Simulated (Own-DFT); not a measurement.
# Slab less bulk: wurtzite AlN, m plane (10-10)

No measurement is shown. These are fixed-geometry runs of a retired plane-wave code named Own-DFT, which no person has reviewed; spin and spin-orbit coupling are neglected.

Limits (not all hold for every row): some atoms lie very close together; forces not confirmed at this smearing and k mesh; k mesh not checked against a denser one.

Both sets of runs: PBE; PseudoDojo norm-conserving scalar-relativistic files; cutoff 42 hartree; Gaussian smearing of 0.01 eV. The slab has 128 atoms in 16 layers, two equal faces of 62.02 Å² as cut, 15 Å of vacuum, a dipole correction along the normal and a 6 x 3 x 1 mesh. The bulk cell has 128 atoms, the same measured lattice constants and a 3 x 3 x 3 mesh. All atoms were moved at random; u is the rms move along one axis. Energies are counted from -174.06 eV for each atom.

```
slab run   u (Å)  E (eV, cell)
       1  0.0196        20.495
       2  0.0212        20.747
       3  0.0472        27.075
       4  0.0476        28.574
       5  0.0488        27.656
       6  0.0491        28.142
       7  0.0491        28.820
       8  0.0506        29.059
       9  0.0930        54.441
      10  0.0976        60.438
      11  0.0994        56.535
      12  0.1021        60.594
```

```
bulk run   u (Å)  E (meV/atom)
       1  0.0193         -3.29
       2  0.0195         -2.15
       3  0.0199         -1.97
       4  0.0202         -1.95
       5  0.0206         -1.03
       6  0.0966        272.67
       7  0.0993        319.51
       8  0.0998        329.56
       9  0.1016        333.91
      10  0.1025        325.84
```

Asked: what is the energy of the unrelaxed surface?

## Worked answer

Take each set to u = 0 with E = a + b u². Rows are weighted down as u grows, with residuals divided by u² + 0.0006 Å². Slab: a = 18.91 ± 0.15 eV. Bulk: a = -15.2 ± 0.5 meV/atom. The excess is 18.91 - 128 x (-0.0152) = 20.85 ± 0.16 eV. Over two faces that is 168 meV/Å², or 2.69 ± 0.02 J/m². Relaxing the faces would lower the energy, and the unlike meshes and the reach from the smallest u down to zero add errors that aren't counted here.
